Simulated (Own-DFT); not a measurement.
# Same atoms, different arrangement: In48P48, 96 atoms

Calculated results; nothing here was measured. The program, named Own-DFT, is a retired in-house plane-wave density functional code that no person has reviewed. Each row is one single-point run on a periodic cell that was not relaxed, without spin or spin-orbit coupling.

Settings of every run: PBE; PseudoDojo norm-conserving scalar-relativistic files; cutoff 36 hartree; 2 x 3 x 3 k mesh centred on Gamma; Fermi-Dirac smearing of 0.1 eV.

Known limits, some of them of some rows only: not probed for a lower state with spin; forces on such cells failed a check on a denser k mesh; forces not confirmed at this smearing and k mesh; stress not checked against mesh or cutoff.

All cells hold the same atoms in the same cell, with vectors in Å (17.606, 0.000, 0.000); (0.000, 11.737, 0.000); (0.000, 0.000, 11.737). Every atom was moved at random from its ideal site; u is the rms move along one axis. The defect's site can differ from row to row. E is the free energy of the cell above the lowest run. The arrangements:

- A: zincblende InP
- B: zincblende InP, with one In on a P site and one P on an In site, 2.5 Å apart

```
arrangement,u (Å),E (eV),P (GPa)
A,0.0190,0.000,3.19
A,0.0199,0.128,3.21
A,0.0199,0.128,3.21
A,0.0470,3.089,3.60
A,0.0484,2.876,3.55
A,0.0487,2.956,3.58
B,0.0304,5.025,3.56
B,0.0314,5.045,3.56
B,0.0320,5.359,3.61
B,0.0489,7.181,3.83
B,0.0492,6.881,3.80
B,0.0532,7.194,3.84
```

Question: once the cost of the random moves is taken out, how do the arrangements rank?

## Worked answer

Fit E = a + b u², with one b for all and one a for each arrangement, and with residuals divided by u², since the noise grows with the moves. Then b = 1427 eV/Å², the scatter at u = 0.04 Å is 0.21 eV, and against A:

- B: 4.17 ± 0.09 eV (higher)

These are energies of unrelaxed cells. Relaxing the atoms lowers the strained arrangements most, so the gaps would shrink and small ones could change sign.
